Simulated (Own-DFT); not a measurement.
AlN (wurtzite, atoms displaced) (calculated)

All values are calculated (Own-DFT development build). A calculation, not a measurement: plane-wave PBE density functional theory by an unreviewed code, no spin, of a simulated periodic cell, stress positive in tension, free energy of the whole cell less one offset for each atom, forces on such cells passed a denser k mesh, this cell's mesh not checked; offsets are fitted by least squares, one for each functional and potential file, so energies compare only between cells with the same atoms and settings and are not formation energies; the far tail of each file's local potential was reset to the Coulomb form; each entry is a single point on an unrelaxed cell, so the pressure reflects the starting lattice, mostly measured values (interpolated for alloys), from which strain is counted, and rises with the displacements; printed positions are rounded, which can move forces by about a meV/angstrom; the program, named Own-DFT, is a retired in-house code; no spin-orbit coupling.

Settings shared by all entries: functional PBE; potential files PseudoDojo norm-conserving, scalar-relativistic, standard set; wave cutoff 42 hartree; occupations Fermi-Dirac; smearing width 0.1 eV; hardware one NVIDIA H100; k mesh 2 x 2 x 2 centred on Gamma.

(1) 
```cif
# cell vector a (Å): 12.4480 0.0000 0.0000
# cell vector b (Å): -6.2240 10.7803 0.0000
# cell vector c (Å): 0.0000 0.0000 9.9640
data_AlN
_symmetry_space_group_name_H-M 'P 1'
_symmetry_Int_Tables_number 1
_cell_length_a 12.4480
_cell_length_b 12.4480
_cell_length_c 9.9640
_cell_angle_alpha 90.000
_cell_angle_beta 90.000
_cell_angle_gamma 120.000
_cell_volume 1337.10
loop_
_atom_site_label
_atom_site_type_symbol
_atom_site_fract_x
_atom_site_fract_y
_atom_site_fract_z
_atom_site_occupancy
Al1 Al 0.08046 0.16585 0.00058 1
Al2 Al 0.16676 0.08231 0.24908 1
N1 N 0.08806 0.16811 0.18983 1
N2 N 0.17030 0.08501 0.44124 1
Al3 Al 0.08372 0.16502 0.49851 1
Al4 Al 0.16519 0.08034 0.75452 1
N3 N 0.08173 0.16461 0.69303 1
N4 N 0.16558 0.08484 0.94193 1
Al5 Al 0.08025 0.41409 0.00192 1
Al6 Al 0.16790 0.33082 0.24945 1
N5 N 0.08015 0.41498 0.18935 1
N6 N 0.16908 0.33449 0.44200 1
Al7 Al 0.08522 0.42130 0.49990 1
Al8 Al 0.16504 0.33228 0.74850 1
N7 N 0.08693 0.41733 0.69357 1
N8 N 0.16584 0.33418 0.94314 1
Al9 Al 0.08382 0.66686 0.99637 1
Al10 Al 0.16684 0.58397 0.25090 1
N9 N 0.08397 0.66686 0.18871 1
N10 N 0.16803 0.58522 0.43947 1
Al11 Al 0.08517 0.66727 0.49880 1
Al12 Al 0.16777 0.58348 0.75210 1
N11 N 0.08274 0.66507 0.68889 1
N12 N 0.16919 0.58269 0.94012 1
Al13 Al 0.08304 0.91741 0.99808 1
Al14 Al 0.16833 0.83433 0.25261 1
N13 N 0.08110 0.91715 0.19346 1
N14 N 0.16716 0.83522 0.44247 1
Al15 Al 0.08348 0.91526 0.49944 1
Al16 Al 0.16751 0.83250 0.75047 1
N15 N 0.08662 0.92093 0.69160 1
N16 N 0.16606 0.83394 0.94258 1
Al17 Al 0.32985 0.16353 0.00349 1
Al18 Al 0.41568 0.08410 0.25131 1
N17 N 0.33647 0.16577 0.19034 1
N18 N 0.41784 0.08485 0.43976 1
Al19 Al 0.33385 0.16703 0.49586 1
Al20 Al 0.41770 0.08367 0.74752 1
N19 N 0.33139 0.16565 0.69440 1
N20 N 0.41539 0.08208 0.93922 1
Al21 Al 0.33222 0.41650 0.00073 1
Al22 Al 0.41616 0.33244 0.24985 1
N21 N 0.33448 0.41789 0.19352 1
N22 N 0.41813 0.33553 0.44070 1
Al23 Al 0.33550 0.41675 0.50024 1
Al24 Al 0.41672 0.33375 0.75131 1
N23 N 0.33327 0.41547 0.68931 1
N24 N 0.41654 0.33401 0.93680 1
Al25 Al 0.33553 0.66591 0.99845 1
Al26 Al 0.41766 0.58371 0.25170 1
N25 N 0.33303 0.66679 0.18937 1
N26 N 0.41480 0.58286 0.43878 1
Al27 Al 0.33344 0.66710 0.50068 1
Al28 Al 0.41617 0.58204 0.74753 1
N27 N 0.33346 0.66698 0.69218 1
N28 N 0.41702 0.58325 0.94055 1
Al29 Al 0.33694 0.92218 0.99849 1
Al30 Al 0.41852 0.83154 0.24990 1
N29 N 0.33051 0.91503 0.19037 1
N30 N 0.41623 0.83356 0.43911 1
Al31 Al 0.33616 0.91623 0.50500 1
Al32 Al 0.41916 0.83404 0.75031 1
N31 N 0.33248 0.91582 0.69454 1
N32 N 0.41410 0.83112 0.94128 1
Al33 Al 0.58277 0.16589 0.00131 1
Al34 Al 0.66773 0.08310 0.24953 1
N33 N 0.58245 0.16841 0.18988 1
N34 N 0.66682 0.08342 0.44022 1
Al35 Al 0.58451 0.16755 0.49964 1
Al36 Al 0.66654 0.08047 0.74432 1
N35 N 0.57982 0.16795 0.69146 1
N36 N 0.66572 0.08118 0.94155 1
Al37 Al 0.58546 0.41750 0.00118 1
Al38 Al 0.66388 0.33277 0.25152 1
N37 N 0.58182 0.41815 0.18912 1
N38 N 0.66464 0.33429 0.44299 1
Al39 Al 0.58586 0.41748 0.50297 1
Al40 Al 0.66321 0.33253 0.74594 1
N39 N 0.58045 0.41359 0.69312 1
N40 N 0.66314 0.32944 0.93989 1
Al41 Al 0.58486 0.66662 0.99973 1
Al42 Al 0.66516 0.58158 0.24780 1
N41 N 0.58392 0.66443 0.19399 1
N42 N 0.66580 0.58208 0.44055 1
Al43 Al 0.58560 0.66543 0.50363 1
Al44 Al 0.66239 0.58252 0.74956 1
N43 N 0.57919 0.66641 0.68863 1
N44 N 0.66645 0.58362 0.94191 1
Al45 Al 0.58440 0.91331 0.99986 1
Al46 Al 0.66801 0.83573 0.24729 1
N45 N 0.58422 0.91497 0.18699 1
N46 N 0.66782 0.83599 0.43799 1
Al47 Al 0.58414 0.91561 0.49738 1
Al48 Al 0.66802 0.83519 0.74998 1
N47 N 0.57973 0.91130 0.68936 1
N48 N 0.66904 0.83602 0.93757 1
Al49 Al 0.83341 0.16640 0.00004 1
Al50 Al 0.91848 0.08425 0.24879 1
N49 N 0.83552 0.16667 0.18870 1
N50 N 0.91882 0.08511 0.43852 1
Al51 Al 0.83088 0.16453 0.49872 1
Al52 Al 0.91709 0.08553 0.75144 1
N51 N 0.83221 0.16620 0.69325 1
N52 N 0.91769 0.08418 0.94046 1
Al53 Al 0.83439 0.41634 0.99720 1
Al54 Al 0.91572 0.32871 0.25288 1
N53 N 0.83038 0.41819 0.19169 1
N54 N 0.91607 0.33220 0.44337 1
Al55 Al 0.83123 0.41849 0.49868 1
Al56 Al 0.91592 0.33233 0.74845 1
N55 N 0.82931 0.41405 0.68774 1
N56 N 0.91861 0.33389 0.94024 1
Al57 Al 0.83593 0.66687 0.99817 1
Al58 Al 0.91688 0.58283 0.24859 1
N57 N 0.83293 0.66701 0.18983 1
N58 N 0.91832 0.58449 0.43956 1
Al59 Al 0.83596 0.66882 0.49883 1
Al60 Al 0.91424 0.58422 0.75419 1
N59 N 0.83308 0.66652 0.69131 1
N60 N 0.91209 0.58104 0.93925 1
Al61 Al 0.83474 0.91414 0.99840 1
Al62 Al 0.91837 0.83688 0.25222 1
N61 N 0.83452 0.91664 0.19182 1
N62 N 0.91537 0.83102 0.43915 1
Al63 Al 0.82930 0.91503 0.49885 1
Al64 Al 0.91550 0.83510 0.74868 1
N63 N 0.83518 0.91792 0.69159 1
N64 N 0.91799 0.83278 0.94202 1
_calc_free_energy_of_cell_above_offsets '-62.285'  # eV
_calc_pressure 3.77  # GPa
_calc_stress_xx -3.93  # GPa
_calc_stress_yy -3.51  # GPa
_calc_stress_zz -3.85  # GPa
_calc_stress_yz -0.04  # GPa
_calc_stress_xz 0.22  # GPa
_calc_stress_xy 0.11  # GPa
_calc_wall_time 377.2  # s
```

Force:
```
element  x (eV/Å)  y (eV/Å)  z (eV/Å)
     Al     0.589     0.601    -0.207
     Al     0.334     0.174     0.266
      N    -0.701     -0.56     0.136
      N    -0.642     -0.61     -0.46
     Al     0.102     0.561     0.544
     Al     0.054     1.159    -0.587
      N     0.086     0.132    -0.383
      N     0.016    -0.448     0.446
     Al     0.593     0.734    -0.312
     Al      -0.5     0.929     0.295
      N     0.518     0.035      0.79
      N    -0.486    -0.219    -0.153
     Al       0.4    -0.954     0.198
     Al     0.706    -0.124     0.452
      N    -1.068     0.017     -0.67
      N     0.104    -0.362    -0.325
     Al     0.248     -0.13      0.48
     Al     0.014    -0.253    -0.723
      N    -0.167     0.046     0.179
      N    -0.027     0.031     0.179
     Al    -0.424     0.047     0.122
     Al    -0.071    -0.044    -0.161
      N      -0.2     0.085     0.558
      N    -0.689    -0.098     0.309
     Al     0.258    -0.024     0.652
     Al    -0.467     -0.31    -0.519
      N     0.737     0.013    -0.479
      N      0.63    -0.287     0.085
     Al     -0.27     0.643     0.263
     Al    -0.508    -0.018     0.104
      N    -0.319    -1.439    -0.167
      N     0.146     0.081    -0.432
     Al     0.534     0.878    -1.087
     Al     0.718    -0.759    -0.204
      N    -1.032     0.218     0.301
      N     0.272    -0.429     0.424
     Al     0.141     0.367     1.241
     Al    -0.949    -0.004     0.556
      N     0.225     0.072    -0.792
      N     0.035     0.731       0.1
     Al     0.311    -0.059    -0.039
     Al     0.001     0.363     0.034
      N     0.003    -0.312    -0.491
      N     0.473    -0.371    -0.074
     Al    -0.428     0.064    -0.156
     Al    -0.405     -0.71    -0.284
      N    -0.131     0.194     0.239
      N     0.028     -0.22     1.374
     Al    -0.577     0.015      0.25
     Al    -0.246    -0.003    -0.335
      N     0.368     -0.22     0.236
      N     0.554     0.423     0.802
     Al     0.248    -0.094     0.026
     Al     -0.58    -0.227      0.46
      N     0.041     0.065     -0.36
      N     0.451      0.04    -0.204
     Al     -0.17     -1.47     0.393
     Al    -0.884     0.264    -0.501
      N     0.859     0.585      0.12
      N      0.42     0.037     0.317
     Al    -0.727     0.354    -0.642
     Al    -0.829    -0.608     0.467
      N     0.598     0.056    -0.442
      N     0.617     0.614    -0.084
     Al    -0.072    -0.181    -0.516
     Al    -0.381     0.084    -0.548
      N     0.517     -0.56     0.566
      N    -0.129    -0.215     0.024
     Al    -0.483    -0.006     0.114
     Al    -0.887     0.299     1.071
      N     1.371    -0.681    -0.678
      N     0.069     0.029    -0.389
     Al    -0.514     -0.49    -0.521
     Al     0.064     0.466    -0.324
      N     0.332    -0.594     0.332
      N     0.526    -0.307    -0.399
     Al    -0.937    -0.038    -0.193
     Al     0.543    -0.033     0.984
      N    -0.049     0.998    -0.457
      N     0.504     0.721    -0.158
     Al     -0.37    -0.037     0.292
     Al     0.519     0.374     0.393
      N    -0.495     0.918    -0.706
      N     0.449     0.285     0.234
     Al    -0.878     0.147    -1.348
     Al     0.588    -0.028     0.161
      N     0.956     0.396     0.596
      N     0.305     0.166    -0.443
     Al    -0.937     0.536    -0.484
     Al     0.417    -0.847     0.189
      N    -0.242     0.435     0.717
      N    -0.074    -0.749     0.256
     Al    -0.521    -0.117     0.182
     Al     0.041    -0.463    -0.269
      N     0.575     1.091    -0.421
      N      0.37    -0.786     0.454
     Al    -0.227    -0.051    -0.441
     Al     0.318    -0.078    -0.075
      N    -0.382    -0.389     0.392
      N    -0.394    -0.563     0.261
     Al     0.752     0.549      0.39
     Al     0.278    -0.233    -0.169
      N     0.101    -0.218    -0.752
      N    -0.328    -0.534     0.276
     Al    -0.669    -0.593     0.546
     Al    -0.615     1.159    -0.272
      N     0.777     -0.83    -0.153
      N    -0.205      0.18    -0.063
     Al      0.64    -0.109    -0.043
     Al    -0.004     0.571    -0.023
      N     0.346     0.534     0.571
      N    -0.632    -0.372    -0.232
     Al    -0.851    -0.028     0.639
     Al    -0.154     0.395    -0.035
      N     0.132     0.209     0.085
      N    -0.069    -0.008     0.074
     Al    -0.209    -0.797     0.072
     Al     0.542    -0.532      -1.3
      N    -0.584     0.235    -0.087
      N     1.055     0.272     0.313
     Al      -0.3     0.622     0.341
     Al     -0.04    -1.116    -0.522
      N    -0.276     0.353    -0.472
      N    -0.177     0.884     0.675
     Al     1.055     0.621     0.011
     Al     0.958    -0.261     0.174
      N    -0.746     0.035    -0.382
      N    -0.204      0.02    -0.632
```

(2) 
```cif
# cell vector a (Å): 12.4480 0.0000 0.0000
# cell vector b (Å): -6.2240 10.7803 0.0000
# cell vector c (Å): 0.0000 0.0000 9.9640
data_AlN
_symmetry_space_group_name_H-M 'P 1'
_symmetry_Int_Tables_number 1
_cell_length_a 12.4480
_cell_length_b 12.4480
_cell_length_c 9.9640
_cell_angle_alpha 90.000
_cell_angle_beta 90.000
_cell_angle_gamma 120.000
_cell_volume 1337.10
loop_
_atom_site_label
_atom_site_type_symbol
_atom_site_fract_x
_atom_site_fract_y
_atom_site_fract_z
_atom_site_occupancy
Al1 Al 0.08275 0.16916 0.99917 1
Al2 Al 0.16716 0.08649 0.25074 1
N1 N 0.08369 0.16538 0.19248 1
N2 N 0.16381 0.08315 0.44437 1
Al3 Al 0.08391 0.16627 0.49638 1
Al4 Al 0.16691 0.08538 0.75117 1
N3 N 0.08661 0.17170 0.68930 1
N4 N 0.16490 0.08228 0.94171 1
Al5 Al 0.08372 0.41721 0.00076 1
Al6 Al 0.16622 0.33330 0.25057 1
N5 N 0.08320 0.41520 0.19485 1
N6 N 0.16326 0.32957 0.44456 1
Al7 Al 0.08391 0.41730 0.50289 1
Al8 Al 0.16974 0.33065 0.74909 1
N7 N 0.08553 0.41716 0.69049 1
N8 N 0.16591 0.33123 0.93790 1
Al9 Al 0.08390 0.66790 0.00021 1
Al10 Al 0.17041 0.58689 0.24755 1
N9 N 0.08422 0.66357 0.19387 1
N10 N 0.16549 0.58375 0.43954 1
Al11 Al 0.08415 0.66567 0.50030 1
Al12 Al 0.16739 0.58372 0.74862 1
N11 N 0.08368 0.66541 0.69026 1
N12 N 0.16629 0.58418 0.94066 1
Al13 Al 0.08622 0.91953 0.00238 1
Al14 Al 0.16650 0.83124 0.24853 1
N13 N 0.08084 0.91702 0.18770 1
N14 N 0.16771 0.83448 0.43862 1
Al15 Al 0.08292 0.91835 0.49633 1
Al16 Al 0.16655 0.83355 0.75069 1
N15 N 0.08897 0.91969 0.69079 1
N16 N 0.16671 0.83361 0.94183 1
Al17 Al 0.33340 0.16335 0.00267 1
Al18 Al 0.41576 0.08272 0.25058 1
N17 N 0.33320 0.16432 0.19279 1
N18 N 0.41461 0.08065 0.44121 1
Al19 Al 0.33485 0.16878 0.50489 1
Al20 Al 0.41506 0.08012 0.75228 1
N19 N 0.33117 0.16438 0.68841 1
N20 N 0.41923 0.08305 0.94024 1
Al21 Al 0.33375 0.41795 0.00257 1
Al22 Al 0.41710 0.33204 0.24796 1
N21 N 0.33418 0.41527 0.19077 1
N22 N 0.41805 0.33529 0.44298 1
Al23 Al 0.33443 0.41839 0.49746 1
Al24 Al 0.41278 0.33289 0.75234 1
N23 N 0.33318 0.41738 0.69362 1
N24 N 0.41799 0.33391 0.94004 1
Al25 Al 0.32912 0.66695 0.99567 1
Al26 Al 0.41821 0.58461 0.25311 1
N25 N 0.33274 0.66326 0.19203 1
N26 N 0.41890 0.58390 0.43887 1
Al27 Al 0.33338 0.66647 0.50050 1
Al28 Al 0.41600 0.58394 0.75192 1
N27 N 0.33377 0.66740 0.68950 1
N28 N 0.41887 0.58385 0.94183 1
Al29 Al 0.33089 0.91808 0.99995 1
Al30 Al 0.41278 0.83167 0.24792 1
N29 N 0.33672 0.92103 0.19275 1
N30 N 0.41862 0.83486 0.44093 1
Al31 Al 0.33529 0.92066 0.49803 1
Al32 Al 0.41923 0.83851 0.74962 1
N31 N 0.33140 0.91464 0.69117 1
N32 N 0.41926 0.83828 0.94491 1
Al33 Al 0.58468 0.16827 0.99913 1
Al34 Al 0.66444 0.08186 0.25169 1
N33 N 0.58324 0.16847 0.19108 1
N34 N 0.66800 0.08667 0.44363 1
Al35 Al 0.58428 0.16769 0.49780 1
Al36 Al 0.66525 0.08268 0.75108 1
N35 N 0.58304 0.16410 0.69099 1
N36 N 0.66952 0.08476 0.94158 1
Al37 Al 0.58346 0.41774 0.00188 1
Al38 Al 0.66815 0.33550 0.25148 1
N37 N 0.58454 0.41838 0.19594 1
N38 N 0.66883 0.33393 0.43994 1
Al39 Al 0.58432 0.41449 0.50137 1
Al40 Al 0.66891 0.33559 0.74815 1
N39 N 0.58564 0.41859 0.69467 1
N40 N 0.66731 0.33596 0.94011 1
Al41 Al 0.58459 0.66369 0.00284 1
Al42 Al 0.66736 0.58224 0.25166 1
N41 N 0.58309 0.66470 0.18720 1
N42 N 0.66531 0.58466 0.44053 1
Al43 Al 0.58191 0.66509 0.49771 1
Al44 Al 0.66940 0.58715 0.74997 1
N43 N 0.58465 0.66795 0.68991 1
N44 N 0.66448 0.58351 0.94221 1
Al45 Al 0.58342 0.91458 0.99742 1
Al46 Al 0.66841 0.83443 0.24877 1
N45 N 0.58210 0.91434 0.19216 1
N46 N 0.66655 0.82990 0.43932 1
Al47 Al 0.58152 0.91552 0.49912 1
Al48 Al 0.66462 0.83220 0.74977 1
N47 N 0.58468 0.91732 0.69126 1
N48 N 0.66892 0.83487 0.94327 1
Al49 Al 0.83524 0.16779 0.00248 1
Al50 Al 0.91596 0.08493 0.24964 1
N49 N 0.83539 0.16590 0.19327 1
N50 N 0.91524 0.08462 0.44270 1
Al51 Al 0.83164 0.16484 0.49885 1
Al52 Al 0.91633 0.08292 0.75492 1
N51 N 0.83158 0.16317 0.69234 1
N52 N 0.91529 0.08388 0.94233 1
Al53 Al 0.83329 0.41919 0.99679 1
Al54 Al 0.91517 0.33400 0.24784 1
N53 N 0.82998 0.41451 0.19316 1
N54 N 0.91765 0.33238 0.43839 1
Al55 Al 0.83271 0.41727 0.50088 1
Al56 Al 0.91495 0.33336 0.75015 1
N55 N 0.83373 0.41942 0.68916 1
N56 N 0.91703 0.33540 0.93718 1
Al57 Al 0.83128 0.66604 0.99883 1
Al58 Al 0.91833 0.58513 0.25453 1
N57 N 0.83566 0.66773 0.18834 1
N58 N 0.91391 0.57977 0.43977 1
Al59 Al 0.83186 0.66647 0.50146 1
Al60 Al 0.91756 0.58367 0.75044 1
N59 N 0.83077 0.66565 0.69095 1
N60 N 0.91696 0.58189 0.94195 1
Al61 Al 0.83180 0.91513 0.99759 1
Al62 Al 0.91736 0.83137 0.25084 1
N61 N 0.83207 0.91421 0.19354 1
N62 N 0.91848 0.83504 0.44284 1
Al63 Al 0.83133 0.91714 0.49896 1
Al64 Al 0.91768 0.83459 0.74774 1
N63 N 0.83524 0.91660 0.69078 1
N64 N 0.91800 0.83777 0.94157 1
_calc_free_energy_of_cell_above_offsets '-62.119'  # eV
_calc_pressure 3.8  # GPa
_calc_stress_xx -4.3  # GPa
_calc_stress_yy -3.56  # GPa
_calc_stress_zz -3.55  # GPa
_calc_stress_yz 0.14  # GPa
_calc_stress_xz -0.18  # GPa
_calc_stress_xy 0.18  # GPa
_calc_wall_time 380.6  # s
```

Force:
```
element  x (eV/Å)  y (eV/Å)  z (eV/Å)
     Al     0.318    -0.727      0.37
     Al     0.221    -0.893     0.288
      N    -0.481     0.548    -0.385
      N     1.037     0.342    -0.893
     Al    -0.839    -0.172     0.928
     Al    -0.138    -0.254    -0.281
      N    -0.183    -1.571     0.199
      N      0.41     0.692     0.024
     Al     0.017    -0.265    -0.087
     Al     0.175    -0.182     0.398
      N    -0.147     0.532    -0.949
      N     0.609     1.241    -0.778
     Al     -0.23    -0.342    -0.592
     Al    -1.155     0.924    -0.042
      N     -0.29    -0.104     0.501
      N    -0.007     0.807     0.682
     Al    -0.203    -0.333     0.237
     Al    -0.111    -1.359     0.757
      N    -0.546     0.705    -0.765
      N     0.686    -0.026     0.126
     Al    -0.465     0.361    -0.247
     Al     0.066    -0.317    -0.005
      N    -0.316     0.356     0.208
      N    -0.229    -0.147    -0.127
     Al     -0.81    -0.531    -0.577
     Al    -0.332      0.67      0.13
      N     0.991     0.079     0.997
      N    -0.118    -0.269      0.18
     Al     0.628    -0.255     0.766
     Al    -0.012    -0.184    -0.272
      N    -0.845    -0.487    -0.152
      N    -0.086     -0.05     0.037
     Al    -0.365     0.665    -0.507
     Al     0.426     0.512     0.301
      N    -0.225     0.359    -0.219
      N     0.062      1.39    -0.088
     Al    -0.318    -0.403    -1.078
     Al     -0.04     0.628    -0.647
      N     0.445     0.499     1.242
      N    -0.638     0.048     0.254
     Al     0.069    -0.303    -0.532
     Al    -0.045     0.137     0.627
      N     -0.34     0.203     0.429
      N     0.096    -0.437    -0.383
     Al    -0.274    -0.516     0.595
     Al     1.116     0.064    -0.437
      N     0.309     0.348    -0.754
      N    -0.307    -0.475     0.813
     Al     1.452     0.315     0.652
     Al     0.291    -0.351    -1.008
      N    -0.094     0.753    -0.653
      N    -0.759    -0.114     0.507
     Al    -0.144     0.195    -0.306
     Al     0.432     0.061    -0.152
      N     0.087     0.344     0.511
      N    -0.759     0.157     -0.01
     Al     0.883     0.046      0.33
     Al     0.938      0.18     0.233
      N    -0.648    -1.131      -0.6
      N    -0.607    -0.402    -0.163
     Al    -0.069    -1.278     0.407
     Al     0.061    -0.875     0.193
      N     0.147     0.355    -0.136
      N    -0.578     -0.89    -0.767
     Al     0.413     0.035     0.177
     Al     0.242     0.156    -0.295
      N     0.049    -0.179     0.093
      N    -0.173    -1.013    -0.587
     Al    -0.286    -0.191     0.495
     Al     0.574     0.227     0.014
      N    -0.539     0.584    -0.086
      N    -0.398    -0.218     0.163
     Al     0.072    -0.164    -0.116
     Al    -0.191    -0.513    -0.199
      N    -0.029    -0.467      -0.8
      N    -0.475     -0.17     0.399
     Al    -0.356     0.672     0.208
     Al     -0.41    -0.591     0.319
      N    -0.529     -0.23    -0.555
      N      0.04    -0.252     0.013
     Al    -0.882     0.888    -0.498
     Al    -0.132     0.693    -0.197
      N     0.082     0.205     1.161
      N     0.685     -0.54     0.177
     Al     0.291     0.384     0.568
     Al     -0.68    -0.803     0.204
      N    -0.415    -0.306     0.003
      N     0.883    -0.145    -0.352
     Al      0.13     0.802     0.861
     Al    -0.267    -0.609    -0.003
      N    -0.227      0.28    -0.191
      N    -0.645     0.573     0.195
     Al     0.725     0.337    -0.043
     Al     0.681     0.312     0.164
      N    -0.267    -0.152    -0.123
      N    -0.431    -0.879    -0.648
     Al    -0.441     0.119    -0.254
     Al      0.68    -0.828     0.421
      N    -1.037     0.284    -0.451
      N     0.444    -0.452    -0.488
     Al     0.303     0.775     0.576
     Al     0.222     0.271    -0.999
      N    -0.122     0.655    -0.157
      N     0.444    -0.046     0.262
     Al     0.194    -0.748     0.863
     Al     0.311    -0.143     0.583
      N     0.541     0.919    -0.784
      N    -0.491     0.259     0.609
     Al     0.817    -0.539    -0.415
     Al     0.628    -0.251    -0.663
      N     0.304    -0.342     0.271
      N     0.084    -0.107     0.942
     Al     0.383      0.58    -0.039
     Al    -0.174    -0.697    -0.932
      N    -0.113    -0.494     0.492
      N     0.028     1.048     0.723
     Al     0.131     0.103    -0.309
     Al    -0.184     0.186    -0.067
      N     0.976     0.479      0.15
      N    -0.271     0.919    -0.349
     Al     0.303     0.587     0.907
     Al    -0.557     0.469    -0.079
      N      0.35       0.6    -0.473
      N    -0.354    -0.572    -0.247
     Al     0.437     0.095     0.136
     Al     0.452     0.138     0.315
      N    -0.615     0.096     0.045
      N     0.577    -0.964    -0.442
```
